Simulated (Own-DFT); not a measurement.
Simulation results for AlN (wurtzite, strained, atoms displaced)

A calculation, not a measurement: plane-wave PBE density functional theory by an unreviewed code, no spin, of a simulated periodic cell, stress positive in tension, free energy of the whole cell less one offset for each atom, forces on such cells passed a denser k mesh, this cell's mesh not checked; offsets are fitted by least squares, one for each functional and potential file, so energies compare only between cells with the same atoms and settings and are not formation energies; the far tail of each file's local potential was reset to the Coulomb form; each entry is a single point on an unrelaxed cell, so the pressure reflects the starting lattice, mostly measured values (interpolated for alloys), from which strain is counted, and rises with the displacements; printed positions are rounded, which can move forces by about a meV/angstrom; the program, named Own-DFT, is a retired in-house code; no spin-orbit coupling. Program: Own-DFT development build.

Settings shared by all entries: functional PBE; potential files PseudoDojo norm-conserving, scalar-relativistic, standard set; wave cutoff 42 hartree; occupations Fermi-Dirac; smearing width 0.1 eV; hardware one NVIDIA H100; k mesh 2 x 2 x 2 centred on Gamma.

(1) AlN (wurtzite, strained, atoms displaced)

```
cell vectors (Å)
  12.6956     0.0384     0.1906
  -6.3145    10.8791    -0.1164
   0.1525    -0.0195     9.9692
atoms (fractions of the cell vectors)
Al  0.08376  0.16257  0.00016
Al  0.16146  0.08134  0.25916
N   0.08360  0.17032  0.19727
N   0.16499  0.07638  0.44401
Al  0.08679  0.16566  0.50085
Al  0.16106  0.07869  0.74505
N   0.07881  0.16624  0.69308
N   0.17089  0.08091  0.93644
Al  0.08599  0.41502  0.99532
Al  0.16607  0.33293  0.24779
N   0.07660  0.41642  0.18671
N   0.16016  0.33243  0.43600
Al  0.08968  0.42639  0.49557
Al  0.16835  0.33244  0.74524
N   0.08299  0.41729  0.69469
N   0.16815  0.33120  0.93672
Al  0.08791  0.66816  0.99604
Al  0.16392  0.58175  0.24868
N   0.08405  0.66717  0.19017
N   0.16813  0.58051  0.44360
Al  0.09352  0.67485  0.50398
Al  0.16498  0.58989  0.74936
N   0.07786  0.66502  0.68801
N   0.17163  0.58401  0.95066
Al  0.07313  0.90659  0.99701
Al  0.16370  0.83849  0.25378
N   0.08503  0.91650  0.19543
N   0.16651  0.83071  0.44197
Al  0.08478  0.91380  0.49460
Al  0.16274  0.83551  0.74767
N   0.08233  0.91972  0.68732
N   0.16621  0.83613  0.93686
Al  0.32979  0.16063  0.00648
Al  0.41891  0.08493  0.25011
N   0.33531  0.17048  0.18848
N   0.42249  0.08317  0.44163
Al  0.33207  0.16170  0.50798
Al  0.41905  0.08533  0.75037
N   0.33944  0.16721  0.69785
N   0.41420  0.08000  0.93526
Al  0.33822  0.42539  0.99595
Al  0.41396  0.33643  0.25108
N   0.32444  0.41237  0.19087
N   0.41485  0.33546  0.43753
Al  0.32707  0.41284  0.49311
Al  0.41573  0.33303  0.75274
N   0.33947  0.41761  0.69958
N   0.42514  0.33642  0.94026
Al  0.33108  0.65988  0.00097
Al  0.40710  0.58251  0.24728
N   0.32192  0.66251  0.20045
N   0.40929  0.57852  0.44029
Al  0.33727  0.67862  0.50517
Al  0.41944  0.58814  0.74946
N   0.33933  0.67105  0.69171
N   0.42802  0.58554  0.94612
Al  0.33167  0.91539  0.99490
Al  0.42579  0.83086  0.24532
N   0.32352  0.91316  0.18615
N   0.41556  0.82839  0.44384
Al  0.33002  0.91374  0.50524
Al  0.42031  0.84028  0.75049
N   0.32945  0.91126  0.68526
N   0.42263  0.83659  0.93911
Al  0.58310  0.17146  0.99611
Al  0.66001  0.08504  0.25402
N   0.58098  0.17202  0.19099
N   0.67142  0.08310  0.44649
Al  0.58579  0.17015  0.49971
Al  0.66964  0.09699  0.74295
N   0.58091  0.16476  0.69319
N   0.66486  0.07959  0.94005
Al  0.58770  0.42632  0.99966
Al  0.66548  0.33086  0.24656
N   0.58345  0.41467  0.19595
N   0.66306  0.32874  0.43899
Al  0.58555  0.42402  0.49902
Al  0.65806  0.32275  0.75639
N   0.58595  0.41468  0.69226
N   0.66191  0.33122  0.94950
Al  0.58231  0.67367  0.99810
Al  0.66274  0.57931  0.25189
N   0.58256  0.66197  0.19386
N   0.66851  0.57569  0.44730
Al  0.58490  0.66818  0.50045
Al  0.66680  0.58705  0.75244
N   0.58898  0.67204  0.68399
N   0.66548  0.58592  0.93784
Al  0.58167  0.92185  0.99376
Al  0.66930  0.83444  0.24778
N   0.58833  0.91501  0.19094
N   0.66395  0.83397  0.43878
Al  0.58214  0.91532  0.50402
Al  0.66655  0.82957  0.74306
N   0.59036  0.92330  0.69556
N   0.67281  0.84411  0.93683
Al  0.83453  0.16508  0.99473
Al  0.91554  0.08624  0.25770
N   0.83439  0.16493  0.19253
N   0.91282  0.08243  0.42818
Al  0.83972  0.17612  0.49059
Al  0.90999  0.08191  0.75118
N   0.83528  0.16681  0.68545
N   0.91492  0.07860  0.94534
Al  0.83850  0.42167  0.99886
Al  0.91754  0.33956  0.26219
N   0.83192  0.41946  0.19221
N   0.91488  0.33225  0.43715
Al  0.83252  0.41380  0.49631
Al  0.91799  0.33739  0.75238
N   0.83153  0.41107  0.69553
N   0.91758  0.33330  0.94071
Al  0.83957  0.66975  0.99704
Al  0.91916  0.58117  0.25472
N   0.83287  0.66591  0.19130
N   0.91656  0.58427  0.43376
Al  0.83846  0.67287  0.50099
Al  0.90567  0.57952  0.74813
N   0.83675  0.67970  0.68737
N   0.91938  0.58728  0.93951
Al  0.83964  0.91853  0.99685
Al  0.91625  0.82997  0.25544
N   0.83069  0.91396  0.18751
N   0.91948  0.83989  0.43661
Al  0.82866  0.91270  0.49222
Al  0.91397  0.82155  0.74414
N   0.83542  0.92210  0.68505
N   0.92068  0.84024  0.94851
```

- free energy of cell above offsets: -54.192 eV
- pressure: -0.87 GPa
- stress xx: 5.26 GPa
- stress yy: -0.03 GPa
- stress zz: -2.62 GPa
- stress yz: -0.05 GPa
- stress xz: 3.3 GPa
- stress xy: 0.81 GPa
- wall time: 418.7 s

Force:
```
element  x (eV/Å)  y (eV/Å)  z (eV/Å)
     Al     0.049     0.329     0.125
     Al     0.637      0.78     -1.96
      N     0.482     -1.33    -0.766
      N     0.405     1.258     0.669
     Al    -1.791    -0.237    -0.351
     Al     0.369     1.465     1.018
      N     0.824    -0.186     -0.62
      N    -1.112    -0.514     0.571
     Al    -0.658    -0.567     0.443
     Al    -1.487     0.085    -0.322
      N     1.122     0.077     0.774
      N     0.944    -0.206     1.152
     Al    -0.441     -2.55     1.446
     Al    -0.309     0.401     0.572
      N     0.332     0.829    -0.652
      N     0.166     0.408     0.524
     Al    -0.563     0.277     1.039
     Al    -1.341    -0.296     0.265
      N    -0.314     0.242     0.106
      N    -0.524      2.64    -0.335
     Al    -0.969    -2.442    -1.247
     Al     1.215    -0.994     0.232
      N     -0.14      0.45     1.109
      N    -0.646    -0.069    -1.955
     Al     2.182     2.669     1.195
     Al     1.388    -1.439    -1.018
      N    -1.258     0.128     -0.44
      N     0.179     1.066     0.119
     Al    -1.017    -0.069      0.78
     Al     0.363    -0.034    -0.017
      N     0.315    -1.688    -0.263
      N     0.335     -0.99    -0.109
     Al     0.105      1.06    -1.661
     Al     -1.11    -0.505    -0.343
      N    -0.378    -0.862     1.745
      N    -0.958    -0.545     0.399
     Al     0.488     1.014    -1.046
     Al    -0.551    -1.027    -0.194
      N    -1.449    -0.444     -1.11
      N     0.581     0.377     1.019
     Al     0.598    -2.848     0.315
     Al     0.562    -0.391    -0.903
      N     1.078     1.346    -0.586
      N     0.304      -0.8     1.198
     Al     0.244     0.683     0.891
     Al     1.052     0.213     0.214
      N    -1.307     0.266    -1.371
      N     -1.14    -0.228     0.828
     Al     0.402     1.686     0.416
     Al      1.36    -0.384      0.85
      N     2.324     1.044    -1.918
      N     0.519     1.138     0.414
     Al     0.761    -3.746    -0.461
     Al     0.489    -0.525    -0.321
      N    -0.999    -0.024     0.891
      N    -2.601     0.522    -1.204
     Al    -0.078     0.098     0.601
     Al    -2.293     0.159     0.576
      N     1.914     0.803     0.642
      N    -0.127     2.789    -1.052
     Al     0.872     0.685    -2.113
     Al     0.736    -0.307    -0.234
      N    -0.134     0.668     1.837
      N    -1.259    -1.265     0.534
     Al     0.203    -1.865     0.805
     Al     1.734     0.088    -0.624
      N     0.862    -1.715     -0.44
      N    -1.269     0.327     -0.44
     Al     0.201    -0.894    -0.015
     Al     2.051    -2.354     0.875
      N     -0.47     0.283    -0.728
      N     -0.42     2.603    -0.551
     Al    -0.303    -1.574     0.663
     Al    -0.318     1.281      0.46
      N    -0.638     0.425     -0.65
      N     0.449     1.205     0.273
     Al     0.133    -3.499     0.796
     Al     0.035     2.278    -0.201
      N    -0.269     0.583     0.034
      N     1.035     1.645    -1.098
     Al     2.197      1.07     1.025
     Al     0.795     0.391    -0.017
      N    -1.171     0.485    -0.322
      N    -0.556     3.794    -0.977
     Al    -0.546     -0.92    -1.634
     Al    -0.097    -0.861    -1.087
      N    -0.451    -1.485       1.2
      N     0.944      1.26     0.397
     Al     1.549    -0.728     0.548
     Al     0.191    -0.531    -0.205
      N     -1.28     0.523    -0.396
      N     0.557    -0.652     0.226
     Al     0.102     0.648     0.034
     Al    -0.041     2.618     0.955
      N     -0.94    -0.555    -0.651
      N     0.128    -1.615     0.103
     Al    -0.658    -0.064     1.478
     Al     0.025     -0.58    -4.321
      N    -1.336     0.792     0.006
      N     1.036     0.075       4.7
     Al     0.244    -2.695     1.123
     Al     0.619       0.1    -0.167
      N    -0.545     1.168     0.359
      N     0.554     1.471    -1.069
     Al     -0.48    -1.026     0.561
     Al    -0.118    -1.214    -4.284
      N     0.612    -0.533    -0.063
      N     0.557     2.058     2.139
     Al    -1.075     0.523     0.506
     Al     0.722    -0.995    -0.441
      N    -1.184     0.614    -0.674
      N     0.028     0.298    -0.022
     Al    -1.579     0.017     1.368
     Al    -0.841     0.826    -2.076
      N     0.204    -0.309     0.051
      N     0.624     0.207     3.069
     Al    -0.293    -0.903    -1.513
     Al     1.111     0.132    -0.286
      N      0.27    -6.071    -0.538
      N     0.378    -0.255    -0.621
     Al     -2.21    -0.285     1.003
     Al    -0.738     0.434    -2.252
      N     1.072     0.359     0.839
      N     0.584    -1.145     1.446
     Al     -0.33     1.664     0.629
     Al    -0.852     7.237     2.047
      N     0.539    -1.702     0.132
      N    -0.079      -2.6    -2.422
```

(2) AlN (wurtzite, strained, atoms displaced)

```
cell vectors (Å)
  12.3467    -0.0375     0.1931
  -6.2059    10.8818    -0.2491
   0.1546    -0.1410     9.9524
atoms (fractions of the cell vectors)
Al  0.07756  0.16022  0.99589
Al  0.16765  0.08680  0.25040
N   0.08362  0.16062  0.19030
N   0.16677  0.08277  0.44110
Al  0.08655  0.17149  0.49418
Al  0.15976  0.08531  0.75932
N   0.08762  0.17102  0.68541
N   0.16220  0.08777  0.94159
Al  0.09192  0.42329  0.99446
Al  0.16123  0.33511  0.24615
N   0.08285  0.41542  0.19007
N   0.16657  0.33442  0.44057
Al  0.07995  0.40735  0.50795
Al  0.17379  0.34280  0.74364
N   0.09824  0.42149  0.68467
N   0.16352  0.32803  0.94502
Al  0.09110  0.66795  0.99875
Al  0.16734  0.58177  0.25306
N   0.08594  0.66364  0.19691
N   0.16794  0.58249  0.44107
Al  0.07914  0.66649  0.50635
Al  0.16339  0.58273  0.74584
N   0.08477  0.67218  0.69429
N   0.16571  0.58924  0.93922
Al  0.08372  0.91461  0.00224
Al  0.16215  0.83232  0.25443
N   0.07707  0.91712  0.20126
N   0.17284  0.83777  0.44751
Al  0.08792  0.91744  0.48961
Al  0.16374  0.82661  0.74503
N   0.09116  0.91837  0.68459
N   0.15719  0.83294  0.94029
Al  0.32966  0.16365  0.00364
Al  0.41726  0.08339  0.24650
N   0.32595  0.16665  0.19365
N   0.41309  0.08258  0.44347
Al  0.33299  0.16776  0.50081
Al  0.41945  0.08805  0.74598
N   0.34172  0.17018  0.68722
N   0.41860  0.08439  0.93850
Al  0.32734  0.41783  0.00511
Al  0.41981  0.34059  0.25541
N   0.33158  0.41831  0.18810
N   0.40890  0.33733  0.44850
Al  0.33526  0.41561  0.49480
Al  0.41947  0.33254  0.75711
N   0.33135  0.41634  0.69684
N   0.42080  0.33662  0.93917
Al  0.33419  0.67168  0.00275
Al  0.41851  0.58446  0.25692
N   0.32428  0.66255  0.19102
N   0.41794  0.59970  0.44253
Al  0.33459  0.66521  0.49634
Al  0.41096  0.57730  0.75335
N   0.33495  0.66851  0.69429
N   0.41455  0.58075  0.93657
Al  0.32784  0.91212  0.00618
Al  0.41675  0.83898  0.24819
N   0.33265  0.91475  0.18490
N   0.41610  0.83100  0.44565
Al  0.33091  0.91356  0.49459
Al  0.41982  0.82711  0.74406
N   0.33982  0.92881  0.68320
N   0.41356  0.83577  0.94229
Al  0.58444  0.16513  0.00623
Al  0.66653  0.08297  0.24973
N   0.58794  0.16435  0.19055
N   0.66845  0.08247  0.44115
Al  0.58070  0.17012  0.50465
Al  0.66263  0.08551  0.75715
N   0.57400  0.16231  0.68334
N   0.66286  0.08073  0.94169
Al  0.58196  0.41783  0.99904
Al  0.66368  0.32289  0.24848
N   0.57829  0.41880  0.18233
N   0.66081  0.33449  0.43457
Al  0.58401  0.41120  0.50258
Al  0.66538  0.33115  0.75521
N   0.58344  0.42276  0.69128
N   0.66730  0.33085  0.94900
Al  0.57949  0.66916  0.99990
Al  0.65505  0.58318  0.24498
N   0.58010  0.66090  0.18898
N   0.67424  0.58683  0.44692
Al  0.57688  0.66495  0.50159
Al  0.66624  0.58255  0.74131
N   0.58723  0.66707  0.69049
N   0.67393  0.58501  0.94652
Al  0.57783  0.90856  0.00183
Al  0.66850  0.83357  0.25522
N   0.58831  0.91907  0.18220
N   0.66880  0.83914  0.44952
Al  0.58560  0.92330  0.49967
Al  0.67120  0.83204  0.74767
N   0.58298  0.91682  0.68616
N   0.66948  0.83276  0.94637
Al  0.83145  0.16107  0.99428
Al  0.90869  0.08164  0.24939
N   0.83603  0.16332  0.18438
N   0.91831  0.08956  0.45000
Al  0.83019  0.16445  0.49956
Al  0.91331  0.08088  0.75118
N   0.84330  0.16913  0.68581
N   0.92184  0.08632  0.93489
Al  0.82773  0.41278  0.99780
Al  0.91953  0.33375  0.24938
N   0.84538  0.41825  0.19080
N   0.91629  0.32535  0.44423
Al  0.83870  0.41329  0.49384
Al  0.91053  0.33144  0.74951
N   0.84306  0.42804  0.68979
N   0.91248  0.32921  0.94153
Al  0.83024  0.67009  0.99968
Al  0.91299  0.58477  0.25012
N   0.82759  0.66159  0.18929
N   0.92192  0.58639  0.44157
Al  0.82538  0.65888  0.49609
Al  0.92121  0.58949  0.74608
N   0.83093  0.66012  0.69116
N   0.91885  0.58220  0.93791
Al  0.83079  0.91458  0.99411
Al  0.91876  0.83445  0.24041
N   0.83404  0.91829  0.20034
N   0.90151  0.82827  0.43079
Al  0.83142  0.91681  0.50045
Al  0.90993  0.82945  0.74211
N   0.83399  0.91996  0.69049
N   0.91472  0.83725  0.94554
```

* free energy of cell above offsets: -51.333 eV
* pressure: 6.48 GPa
* stress xx: -10.9 GPa
* stress yy: -2.89 GPa
* stress zz: -5.66 GPa
* stress yz: -4.4 GPa
* stress xz: 3.73 GPa
* stress xy: 0.09 GPa
* wall time: 450.7 s

Force:
```
element  x (eV/Å)  y (eV/Å)  z (eV/Å)
     Al    -0.361     2.217     1.879
     Al    -1.092    -1.012      0.99
      N    -1.736     1.153    -0.131
      N      0.13     0.311    -0.509
     Al     0.002    -0.879     0.839
     Al     1.546    -0.201     -2.75
      N    -0.467     -0.04     0.881
      N     2.486    -1.914     0.553
     Al    -1.706    -1.043     0.666
     Al     1.204    -1.263     0.296
      N     0.004     0.755    -0.589
      N     0.851     0.071     -0.88
     Al    -0.181     1.819    -2.098
     Al    -0.547     -3.25     1.725
      N    -2.943     0.041     1.944
      N     0.001     0.771    -0.997
     Al    -3.711     0.493     1.324
     Al    -1.364    -0.653     0.523
      N    -0.952     1.013    -0.856
      N    -0.697    -0.644      1.03
     Al     1.775      0.61    -1.178
     Al     0.644     0.761     0.221
      N      0.94    -2.194    -1.072
      N     2.689    -1.656    -0.942
     Al    -2.083     1.324     0.332
     Al     0.462     -0.48    -0.162
      N     3.179      0.75    -1.739
      N    -1.132    -2.198    -1.831
     Al    -2.286     0.358      1.33
     Al     0.401     4.243      0.64
      N    -1.876    -0.414     0.646
      N     2.786    -0.717     -0.13
     Al     0.125     1.127    -0.776
     Al    -0.943     0.068     0.737
      N     2.716     0.926     -0.29
      N     0.987     0.156    -1.687
     Al    -0.766      -0.2     0.279
     Al    -1.806    -1.485      1.08
      N    -1.569     0.299     0.974
      N    -0.261    -0.433     1.053
     Al     1.339    -0.356    -1.289
     Al    -1.029    -1.288    -0.819
      N     0.325     0.286     1.833
      N     4.498    -1.599    -1.891
     Al    -3.837     2.309     2.182
     Al    -1.065     0.017    -1.328
      N     2.374     0.643    -1.699
      N    -1.089    -0.906     1.236
     Al    -0.043     -0.68    -0.555
     Al    -1.671     0.001    -1.422
      N     2.551     1.592    -0.153
      N     4.039    -4.261     -1.14
     Al    -4.045     2.001     1.959
     Al     0.462     1.339    -0.909
      N     0.007    -1.512    -0.803
      N    -0.472     0.607     1.515
     Al    -0.634     1.285    -2.763
     Al     0.817    -1.466     0.582
      N    -0.693     0.657     2.116
      N     0.195     0.631    -1.601
     Al     1.174     1.611     1.625
     Al    -1.841     2.404     0.558
      N     0.371    -2.938     1.072
      N     0.933    -1.025    -0.498
     Al    -0.835    -0.055     -1.22
     Al     1.202    -0.225     0.008
      N    -1.081    -0.617     0.336
      N    -1.421     0.793      -0.6
     Al     0.293    -0.793    -2.079
     Al      0.71    -0.669    -1.721
      N     3.146     2.348     1.828
      N     0.647    -0.573      0.16
     Al     0.309     0.614    -0.479
     Al    -0.052     3.041    -0.691
      N     1.295    -0.876     2.076
      N     2.458    -1.296     0.537
     Al    -2.217     2.121     0.238
     Al    -0.118     0.921    -0.562
      N     1.254    -2.088     0.051
      N    -1.153    -0.776    -1.209
     Al     1.365    -1.147    -0.441
     Al     3.495    -0.622      1.15
      N      -1.7      2.14     0.186
      N    -4.543    -2.911    -1.938
     Al     1.804     1.462     0.351
     Al     0.005      0.59     1.946
      N    -1.164    -0.274     0.276
      N    -2.827    -0.769    -1.666
     Al    -0.083      1.46    -1.365
     Al      -0.3    -0.083     0.032
      N    -0.632    -0.793     2.309
      N     -0.76    -1.519    -1.295
     Al    -0.327    -1.006     0.315
     Al    -1.623     0.213     0.113
      N     1.113     0.531      1.43
      N      -1.3    -0.553    -1.435
     Al    -0.113     1.131     0.405
     Al     2.199     0.281     1.144
      N    -1.479     0.787     0.438
      N     0.428    -1.451    -1.725
     Al     0.507     0.052     0.509
     Al     1.301     1.467    -1.343
      N    -2.601    -0.241     1.226
      N    -1.536    -1.955     0.411
     Al     1.932     1.905      0.69
     Al     0.285    -0.834     -0.23
      N    -2.549    -0.619     0.325
      N    -0.389     0.692    -0.882
     Al    -1.378      1.21     0.483
     Al     1.431     0.612     0.319
      N    -0.638     -2.61    -0.645
      N     0.712     0.263    -0.656
     Al     2.372    -0.147     0.163
     Al     0.941    -0.182    -0.391
      N    -0.041     0.726     0.113
      N    -1.039    -1.344    -0.191
     Al     2.689     2.912     0.807
     Al    -0.681    -0.458     1.696
      N    -0.075     1.513    -0.803
      N    -0.299      0.23     0.454
     Al     0.176     1.772     1.852
     Al    -2.627    -1.679     1.658
      N    -0.356    -0.523    -2.005
      N     2.693    -0.277     1.228
     Al     0.532     1.238    -0.362
     Al     1.724     0.746     0.463
      N     0.561    -0.844     0.174
      N     1.243    -0.902    -1.097
```
